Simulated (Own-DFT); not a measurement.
## Calculated data, GaP (zincblende, strongly disordered by large displacements), InAs (zincblende, strongly disordered by large displacements)

A calculation, not a measurement: plane-wave PBE density functional theory by an unreviewed code, no spin, of a simulated periodic cell, stress positive in tension, free energy of the whole cell less one offset for each atom, forces on such cells passed a denser k mesh, this cell's mesh not checked; broken bonds can close the gap or carry spin, so checks made on this kind of crystal may not hold here; offsets are fitted by least squares, one for each functional and potential file, so energies compare only between cells with the same atoms and settings and are not formation energies; the far tail of each file's local potential was reset to the Coulomb form; each entry is a single point on an unrelaxed cell, so the pressure reflects the starting lattice, mostly measured values (interpolated for alloys), from which strain is counted, and rises with the displacements; printed positions are rounded, which can move forces by about a meV/angstrom; the program, named Own-DFT, is a retired in-house code; no spin-orbit coupling. Program: Own-DFT development build.

Settings shared by all entries: functional PBE; potential files PseudoDojo norm-conserving, scalar-relativistic, standard set; wave cutoff 42 hartree; occupations Fermi-Dirac; smearing width 0.1 eV; k mesh 3 x 3 x 3 centred on Gamma.

(1) GaP (zincblende, strongly disordered by large displacements)

```xyz
64
Lattice="10.9010 0.0000 0.0000 0.0000 10.9010 0.0000 0.0000 0.0000 10.9010" Properties=species:S:1:pos:R:3 GaP
Ga     0.2303     0.1259    10.8048
Ga    10.4903     3.3638     3.1323
Ga     2.7188     0.1296     2.9100
Ga     2.8177     1.9660     0.0551
P      1.4744     0.9605     1.5270
P      1.1797     4.1485     4.0653
P      4.2644     1.2779     3.7112
P      4.0409     3.5935     1.3429
Ga     0.0949     0.4290     5.2646
Ga     0.2047     2.8631     8.3542
Ga     2.6858     0.0000     8.2371
Ga     2.1516     3.4155     6.4225
P      1.9056     1.6583     7.4243
P      1.9395     4.0755     9.5429
P      4.2609     1.2994     9.7042
P      3.8725     4.3061     7.0742
Ga     0.3382     5.9001    10.6414
Ga    10.8263     8.2231     3.0145
Ga     2.9436     5.5765     2.1859
Ga     2.4441     8.0101    10.7209
P      1.3173     6.5369     1.4214
P      1.4272     9.0066     4.1468
P      4.6742     6.7939     4.0303
P      4.2207     9.2935     0.5855
Ga     0.2463     5.9932     4.9189
Ga     0.7369     8.2910     8.4231
Ga     3.0379     5.5083     8.6518
Ga     2.4015     8.4264     5.7915
P      1.4719     6.7219     6.3460
P      0.9446     9.2460    10.2110
P      4.5901     6.6769     9.2655
P      4.4291    10.0711     7.0188
Ga     5.2713     0.0521     0.0439
Ga     5.7104     3.0258     2.3637
Ga     7.6403     0.3138     2.9365
Ga     8.1281     2.6361     0.3853
P      6.3767     1.7658     0.8736
P      6.8134     3.9944     4.3165
P      8.9566     1.5975     3.7710
P      9.7667     3.4827     1.2512
Ga     6.0312    10.7212     4.7815
Ga     5.3621     3.0116     8.4319
Ga     9.0545    10.6782     8.5646
Ga     7.9713     2.5805     5.4904
P      6.5847     1.7060     6.7864
P      6.9588     4.8865     9.6509
P      9.4678     1.3022     9.8512
P      9.5937     4.1136     6.5782
Ga     5.0731     4.9683    10.7504
Ga     5.5065     9.2140     2.7616
Ga     7.9646     5.3008     3.2583
Ga     8.2380     7.9997    10.5950
P      6.8296     7.1676     1.5241
P      7.3655     9.3078     3.5450
P      9.2980     6.4635     4.2043
P      9.6060     9.4096     1.3434
Ga     5.3430     5.6155     5.8930
Ga     5.2801     8.1481     8.0658
Ga     8.6114     5.3614     8.5576
Ga     7.5151     8.0028     5.5986
P      6.8136     6.8621     7.1343
P      6.4190    10.0543     9.5498
P      9.7163     7.0496     9.5636
P      9.1858     9.3422     6.6781
```

| Item | Value |
| --- | --- |
| hardware | one NVIDIA H100 |
| free energy of cell above offsets | 28.072 eV |
| pressure | 15.9 GPa |
| stress xx | -17.82 GPa |
| stress yy | -15.37 GPa |
| stress zz | -14.5 GPa |
| stress yz | 0.09 GPa |
| stress xz | -2.32 GPa |
| stress xy | -1.84 GPa |
| wall time | 629.7 s |

Force:
```tsv
element	x (eV/Å)	y (eV/Å)	z (eV/Å)
Ga	-2.295	3.114	2.374
Ga	-2.512	-2.822	1.029
Ga	0.151	-4.084	1.489
Ga	-2.842	2.771	2.31
P	-2.656	2.569	-1.538
P	5.37	0.896	2.195
P	2.799	0.996	1.738
P	-4.098	2.906	-1.449
Ga	-0.383	-0.599	0.223
Ga	-1.854	0.473	0.032
Ga	2.104	-3.948	2.429
Ga	-2.649	1.542	-4.945
P	-3.459	-0.548	-1.182
P	-4.582	-2.783	3.52
P	-0.4	1.59	-6.327
P	4.742	0.313	-0.976
Ga	-0.761	-3.854	-2.206
Ga	-3.582	-1.946	-3.023
Ga	3.877	-2.487	3.135
Ga	4.264	-3.359	1.582
P	-1.297	4.196	1.929
P	1.14	5.43	-2.534
P	-1.135	0.796	-1.5
P	-0.957	-3.006	3.33
Ga	-0.323	-2.576	-0.522
Ga	-1.753	-2.555	-5.187
Ga	-1.651	2.283	-2.542
Ga	5.722	2.676	2.673
P	1.234	-1.944	6.646
P	-1.507	1.223	0.025
P	-0.709	-0.034	5.081
P	-0.363	-1.961	-1.861
Ga	1.024	1.202	3.918
Ga	1.571	0.521	6.132
Ga	-0.586	2.339	-4.595
Ga	0.681	0.713	-2.783
P	-0.261	-3.547	0.324
P	-4.582	-0.699	0.546
P	4.67	1.635	2.075
P	1.755	3.65	-2.719
Ga	-2.399	2.163	3.199
Ga	0.945	-0.168	-0.635
Ga	-2.782	-3.301	-3.411
Ga	2.629	0.719	1.047
P	-1.85	-2.297	2.124
P	-2.253	-3.132	1.888
P	1.696	3.486	0.772
P	0.73	0.086	1.774
Ga	0.025	0.945	1.212
Ga	-6.004	-2.551	-3.194
Ga	-0.876	0.754	-5.638
Ga	-3.67	3.104	3.65
P	-0.004	-1.137	0.22
P	3.885	-4.742	2.291
P	-0.089	5.423	0.858
P	-0.131	0.296	-0.278
Ga	0.07	-0.737	-1.326
Ga	1.072	5.33	-1.62
Ga	2.919	-0.109	-3.988
Ga	2.612	2.029	-3.027
P	0.037	-2.974	2.186
P	5.008	-4.015	-4.131
P	2.799	-1.452	-3.349
P	1.719	1.198	0.528
```

(2) GaP (zincblende, strongly disordered by large displacements)

```xyz
64
Lattice="10.9010 0.0000 0.0000 0.0000 10.9010 0.0000 0.0000 0.0000 10.9010" Properties=species:S:1:pos:R:3 GaP
Ga    10.8227     0.6841     0.1215
Ga     0.4888     3.0540     2.7570
Ga     2.2210     0.0464     3.4424
Ga     2.3063     2.3871    10.8693
P      1.3459     1.0463     1.4246
P      1.9879     4.3222     4.5615
P      4.3650     0.6728     3.7742
P      4.4636     3.8695     1.4415
Ga     0.1932     0.5540     5.5677
Ga     0.0329     2.5391     8.2631
Ga     2.4495    10.1862     8.0419
Ga     2.6354     2.9307     5.6366
P      1.2967     0.4851     7.1061
P      0.8943     4.3693     8.9856
P      3.7246     1.1369     8.7852
P      4.3278     4.3861     7.0113
Ga     0.4885     5.4957    10.5896
Ga    10.7649     8.0760     2.9874
Ga     3.0298     5.1935     3.2406
Ga     2.6455     8.2157     0.4224
P      1.6746     6.9018     1.4932
P      0.8598     8.9142     4.4902
P      4.1094     6.7902     4.2391
P      4.1541     8.9609     1.5707
Ga     0.1635     5.7612     5.5333
Ga    10.7774     8.2690     8.2851
Ga     2.9607     5.7127     7.8779
Ga     2.8919     7.9560     5.3645
P      1.4893     6.6739     6.7952
P      0.8687     9.8173     9.7554
P      5.1413     6.7607     9.6669
P      4.2967     9.8852     6.8591
Ga     5.7508    10.2805    10.7325
Ga     5.1738     2.3667     2.8374
Ga     8.1798     0.0852     3.0784
Ga     8.6405     2.4610    10.8625
P      6.6546     2.0031     1.7129
P      6.8255     4.3760     3.6571
P      9.8130     1.1626     3.8432
P     10.2335     4.5971     1.4604
Ga     5.4502    10.3627     5.3155
Ga     5.6281     2.5307     7.8270
Ga     8.3506    10.6027     8.0476
Ga     8.3593     2.6772     5.8679
P      6.9975     1.7697     6.8226
P      6.5355     3.8453     8.8154
P      9.7407     0.7789     9.4702
P      9.2800     4.4058     6.5735
Ga     5.1162     5.4450     0.1289
Ga     5.6834     8.5138     2.5812
Ga     8.4692     5.1874     1.8188
Ga     8.2847     8.1448     0.0805
P      6.6210     7.0415     1.8736
P      6.9200     9.0896     3.8586
P     10.1418     6.6871     4.1153
P      9.2954     9.2986     1.9301
Ga     5.5625     5.9629     5.2427
Ga     5.2396     8.8150     8.4246
Ga     8.6979     5.6101     7.9717
Ga     7.8572     7.3023     5.6708
P      6.4619     6.6949     6.7410
P      7.0573     9.1692     9.9649
P      9.6755     6.7967     9.7362
P      9.8835     9.7760     6.7449
```

| Quantity | Value |
| --- | --- |
| hardware | one NVIDIA H100 |
| free energy of cell above offsets | 49.468 eV |
| pressure | 21.62 GPa |
| stress xx | -23.52 GPa |
| stress yy | -17.92 GPa |
| stress zz | -23.42 GPa |
| stress yz | 1.89 GPa |
| stress xz | -2.61 GPa |
| stress xy | 1.84 GPa |
| wall time | 662.6 s |

Force:
```tsv
element	x (eV/Å)	y (eV/Å)	z (eV/Å)
Ga	0.238	-2.522	3.735
Ga	-0.045	-0.961	0.773
Ga	-0.74	-1.312	0.143
Ga	2.5	1.613	-2.197
P	3.546	1.29	5.197
P	-9.353	1.854	-0.622
P	-1.641	-0.601	0.997
P	-3.891	0.431	0.14
Ga	-4.363	-0.446	-7.043
Ga	-0.905	-1.929	-1.169
Ga	3.596	-4.304	4.979
Ga	4.118	-7.671	6.37
P	-0.404	7.209	2.11
P	3.349	-1.609	-2.845
P	0.83	0.495	1.949
P	1.244	-2.482	-2.545
Ga	-0.244	2.89	4.631
Ga	1.637	3.393	-9.278
Ga	4.149	3.103	-8.517
Ga	0.08	3.217	-5.959
P	-3.959	-5.405	3.075
P	4.156	4.217	3.911
P	-0.829	2.108	-5.425
P	-3.843	5.611	-3.33
Ga	0.538	-5.814	2.653
Ga	0.716	-0.18	-0.338
Ga	0.804	-0.717	4.034
Ga	-2.911	2.947	2.341
P	0.152	4.929	2.297
P	2.106	-2.184	0.633
P	-1.589	4.785	-6.436
P	-3.356	-1.694	1.323
Ga	-7.755	6.771	4.832
Ga	-4.259	2.83	5.162
Ga	-3.258	-0.79	-1.704
Ga	-1.571	1.261	0.272
P	9.074	-3.879	-5.93
P	0.238	-0.48	0.3
P	1.839	3.753	1.858
P	6.367	-3.38	-1.722
Ga	4.234	1.272	-3.831
Ga	-12.54	-2.628	1.312
Ga	-2.637	0.269	0.447
Ga	4.606	1.735	-6.659
P	1.526	-10.38	-1.669
P	5.442	7.588	6.753
P	-4.281	2.145	-5.59
P	5.068	-1.903	-3.962
Ga	1.223	-3.956	4.877
Ga	-4.517	1.639	1.353
Ga	-9.055	2.924	3.241
Ga	5.078	-4.454	5.91
P	6.052	-9.648	-5.604
P	6.645	3.861	8.582
P	-8.204	-3.529	0.436
P	-0.128	0.849	-2.616
Ga	0.573	-7.399	-3.47
Ga	1.333	-2.133	1.708
Ga	-3.481	3.339	5.31
Ga	8.76	4.498	-6.891
P	-2.136	1.013	13.49
P	1.465	0.512	-9.693
P	-0.735	0.099	-0.804
P	-0.654	-2.058	-1.284
```

(3) InAs (zincblende, strongly disordered by large displacements)

```xyz
64
Lattice="12.1166 0.0000 0.0000 0.0000 12.1166 0.0000 0.0000 0.0000 12.1166" Properties=species:S:1:pos:R:3 InAs
In    12.0983     0.0950     0.0830
In    11.8585     2.9307     3.1898
In     3.2051    11.8779     3.3307
In     2.9090     2.9699    11.8754
As     1.5169     1.4836     1.5928
As     1.5656     4.4341     4.3328
As     4.1803     1.4186     4.7378
As     4.3790     4.6011     1.6386
In     0.4633    12.0263     6.1116
In    12.0594     3.1855     8.9459
In     3.1436    12.0807     9.2884
In     3.3470     2.9840     6.2067
As     1.6872     1.5663     7.4757
As     1.5701     4.5745    10.2398
As     4.6436     1.7699    10.4886
As     4.4376     4.6106     7.7789
In     0.1593     6.1174     0.1237
In    11.9162     9.1018     3.5267
In     3.1287     6.0435     3.0706
In     2.6845     9.2247    12.0068
As     1.5230     7.6432     1.3313
As     1.4007    10.4420     4.7419
As     4.7232     7.7064     4.5187
As     4.4899    10.7418     1.4616
In    12.0899     6.2779     6.0537
In     0.2172     9.5103     9.2861
In     2.9672     5.9202     9.1398
In     2.7303     8.7923     6.0938
As     1.7352     7.4524     7.7050
As     1.4599    10.6113    10.7616
As     4.5151     7.4409    10.7737
As     4.8272    10.6057     7.6914
In     6.0534     0.3547    12.0758
In     5.9327     2.5093     2.8736
In     9.0254    12.0065     3.2474
In     8.9663     3.0898    11.9232
As     7.5440     1.4709     1.5968
As     7.6425     4.1825     4.4713
As    10.3017     1.4634     4.5695
As    10.7264     4.4934     1.2307
In     6.1488     0.1388     6.1695
In     5.8912     3.4702     9.0710
In     9.3516     0.1980     9.3028
In     9.3129     3.0499     5.8277
As     7.7506     1.2623     7.5839
As     7.6943     4.4798    10.6045
As    10.3075     1.6900    10.6568
As    10.2090     4.4065     7.5610
In     6.1549     5.7357    11.6175
In     6.1531     8.9602     3.0856
In     8.8851     6.3120     3.5303
In     9.0833     8.6353     0.5172
As     7.3953     7.5368     1.4748
As     7.6938    10.8166     4.8497
As    10.6323     7.3735     4.4732
As    10.6725    10.3764     1.3405
In     6.1638     5.9779     5.8386
In     6.4167     9.1772     8.9314
In     9.0542     6.1084     8.8125
In     9.1431     9.0097     6.1213
As     7.7889     7.6975     7.7989
As     7.6896    10.0754    10.6415
As    10.7179     7.7388    10.8869
As    10.7375    10.7552     7.7330
```

| Quantity | Value |
| --- | --- |
| hardware | one NVIDIA H200 |
| free energy of cell above offsets | -2.749 eV |
| pressure | 8.86 GPa |
| stress xx | -8.94 GPa |
| stress yy | -9.27 GPa |
| stress zz | -8.37 GPa |
| stress yz | -1.59 GPa |
| stress xz | -0.27 GPa |
| stress xy | 0.17 GPa |
| wall time | 1258 s |

Force:
```tsv
element	x (eV/Å)	y (eV/Å)	z (eV/Å)
In	-0.783	0.589	0.155
In	0.506	0.38	-1.654
In	-1.765	-0.99	-1.968
In	-0.403	0.752	1.628
As	0.319	0.095	0.559
As	-0.282	0.333	1.953
As	3.704	-0.879	-1.175
As	2.189	-2.454	-2.464
In	-3.327	2.056	1.924
In	-0.485	-1.048	-0.32
In	0.312	-0.029	-0.861
In	-2.059	2.778	0.743
As	-0.461	0.152	1.912
As	-3.323	-2.427	3.947
As	-0.203	-0.814	-0.014
As	-0.098	1.981	-4.547
In	-0.773	-1.296	-1.97
In	0.434	1.147	-4.06
In	-1.129	2.003	0.359
In	4.515	-2.497	2.691
As	0.65	0.273	3.789
As	2.484	-0.967	-2.085
As	-2.319	-1.324	1.592
As	0.667	-0.948	-0.272
In	1.54	-2.577	1.463
In	-3.347	-3.969	-3.339
In	2.966	3.555	0.107
In	3.321	1.685	-1.124
As	-3.263	0.103	1.21
As	0.857	5.926	-0.087
As	-0.374	1.145	-1.34
As	-2.334	0.014	-0.816
In	-0.113	-2.353	-0.688
In	-3.167	2.886	1.98
In	0.688	-0.683	-3.347
In	0.374	-0.151	4.649
As	3.454	-0.97	-1.477
As	-1.825	1.277	-0.923
As	4.192	-2.532	-0.843
As	-1.036	-0.356	1.658
In	-1.974	-0.044	-0.2
In	3.705	-3.326	1.197
In	-2.967	-4.377	-2.525
In	-2.486	0.441	2.576
As	0.44	2.816	0.816
As	1.401	0.135	-4.353
As	5.421	0.735	1.121
As	2.88	0.759	0.111
In	-3.73	2.679	4.127
In	0.671	3.134	-0.934
In	-3.582	-2.837	-3.651
In	2.609	2.472	-2.848
As	-2.769	-3.779	2.052
As	-1.041	-2.878	-0.364
As	0.68	1.587	2.214
As	0.076	1.159	2.254
In	0.189	-0.181	1.113
In	-3.737	0.138	0.752
In	2.101	-1.037	3.876
In	0.901	0.99	0.036
As	-1.404	-0.622	-4.16
As	1.967	3.184	3.056
As	0.189	-0.771	-1.977
As	0.155	-0.244	-1.238
```

(4) GaP (zincblende, strongly disordered by large displacements)

```xyz
64
Lattice="10.9010 0.0000 0.0000 0.0000 10.9010 0.0000 0.0000 0.0000 10.9010" Properties=species:S:1:pos:R:3 GaP
Ga    10.6690    10.7003    10.8353
Ga     0.2383     2.9553     2.6251
Ga     2.7314     0.0144     2.8871
Ga     2.6230     2.5721    10.8040
P      1.5414     1.8329     1.3755
P      1.2733     3.8470     4.0993
P      4.0090     1.3474     4.6632
P      4.3050     4.1963     1.2683
Ga     0.0330     0.0991     5.6893
Ga    10.7392     2.4373     7.9084
Ga     2.5717     0.0807     8.4872
Ga     2.4861     2.9277     5.4869
P      1.1775     0.9646     6.9933
P      1.4733     3.6999     9.3761
P      4.2633     1.3484     9.5397
P      4.3540     3.9548     6.8503
Ga     0.3259     5.2481     0.1350
Ga     0.3142     8.1005     2.7156
Ga     2.4952     5.6262     2.7889
Ga     2.8790     8.1539     0.4226
P      1.5216     6.7153     1.4658
P      1.2699     9.3385     3.9149
P      4.0199     7.0131     4.0993
P      4.0272     9.4305     1.3671
Ga    10.7684     5.1418     5.4520
Ga    10.8960     8.4415     7.8656
Ga     2.6203     5.5842     7.7436
Ga     2.3776     8.1219     5.4979
P      1.2800     6.8207     6.9958
P      1.6322     9.4696    10.0304
P      3.8203     6.3415     9.5821
P      3.7978     9.5456     6.5609
Ga     5.2855     0.1188     0.4769
Ga     5.4097     2.9248     2.2917
Ga     8.1556    10.8715     2.5115
Ga     7.8871     2.5173    10.7526
P      7.0414     1.2709     1.1707
P      6.6761     4.3223     3.7015
P      9.6475     1.1398     3.9638
P      9.3716     4.4235     1.3000
Ga     5.5961     0.0372     5.4144
Ga     5.5475     2.5679     8.2624
Ga     8.0811     0.1340     8.1488
Ga     8.2453     2.6787     5.5379
P      6.5725     1.7049     6.8424
P      6.7963     4.5391     9.6076
P      9.1231     1.2414     9.3482
P      9.4369     4.1531     6.9627
Ga     5.7070     5.5519    10.8750
Ga     5.4099     8.3076     2.6698
Ga     8.4615     5.5136     2.7616
Ga     7.9322     8.3311    10.8895
P      6.5441     6.9568     1.3255
P      6.5332     9.5912     3.9640
P      9.5919     6.8612     4.2091
P      9.9154     9.4760     1.6611
Ga     5.1574     5.5159     5.6221
Ga     5.0582     8.1077     8.3909
Ga     8.1101     5.3379     8.3747
Ga     8.4528     8.1474     5.7211
P      6.7046     6.8984     6.8259
P      6.7710     9.8183     9.6875
P      9.8728     6.6766     9.2877
P      9.1576     9.9901     6.8706
```

| Item | Value |
| --- | --- |
| hardware | one NVIDIA H100 |
| free energy of cell above offsets | 1.704 eV |
| pressure | 10.2 GPa |
| stress xx | -9.79 GPa |
| stress yy | -8.95 GPa |
| stress zz | -11.86 GPa |
| stress yz | -1.53 GPa |
| stress xz | -0.61 GPa |
| stress xy | 0.22 GPa |
| wall time | 574.9 s |

Force:
```tsv
element	x (eV/Å)	y (eV/Å)	z (eV/Å)
Ga	0.722	0.912	-0.287
Ga	-5.605	-1.763	-2.423
Ga	0.179	0.967	0.313
Ga	5.182	2.198	-2.959
P	-2.093	-5.656	3.076
P	0.68	5.267	1.4
P	-1.504	0.858	-3.592
P	-5.187	2.955	-3.112
Ga	-4.324	-3.625	-6.276
Ga	-0.843	1.495	2.226
Ga	1.866	-1.809	-0.206
Ga	3.479	-2.821	3.23
P	4.748	4.247	2.721
P	-1.91	2.388	-1.622
P	-1.488	-0.985	1.82
P	-3.654	-0.086	0.278
Ga	-0.855	-0.103	-2.298
Ga	-3.433	-4.162	-1.384
Ga	4.931	-3.835	4.563
Ga	-2.238	-4.867	-4.485
P	-3.201	1.955	-4.087
P	2.487	4.827	4.761
P	-0.971	-1.429	0.596
P	2.24	4.9	3.651
Ga	0.377	1.833	0.054
Ga	-0.986	0.332	2.601
Ga	4.279	-5.015	3.522
Ga	1.427	-0.118	-0.976
P	-4.077	2.008	-4.011
P	-2.244	1.177	-2.665
P	0.638	2.306	0.925
P	1.264	0.756	2.669
Ga	0.319	-0.316	-2.968
Ga	3.725	-3.793	4.348
Ga	1.061	-1.798	2.437
Ga	2.18	5.124	-3.007
P	-3.364	-0.728	3.87
P	0.598	-0.667	2.141
P	-0.097	2.008	0.713
P	2.861	-3.87	-2.801
Ga	-0.967	-0.374	1.714
Ga	-2.352	4.369	4.599
Ga	-7.925	-0.893	-0.362
Ga	-0.118	0.641	-2.014
P	4.68	-4.485	-4.577
P	-0.041	-8.557	-0.766
P	6.268	4.222	4.58
P	0.01	-1.678	-0.535
Ga	-5.223	1.931	2.644
Ga	-1.002	-1.511	0.637
Ga	-3.51	2.046	2.403
Ga	1.94	-1.031	0.214
P	3.14	0.952	1.165
P	3.963	0.651	0.533
P	1.349	0.005	-0.365
P	-3.542	0.894	-2.031
Ga	2.228	1.687	-2.714
Ga	0.535	0.527	-0.791
Ga	3.648	4.257	-3.86
Ga	-2.29	-0.114	-0.444
P	0.428	-0.306	0.987
P	-1.946	-0.832	-0.843
P	-0.87	0.981	1.156
P	4.426	-4.446	-4.085
```
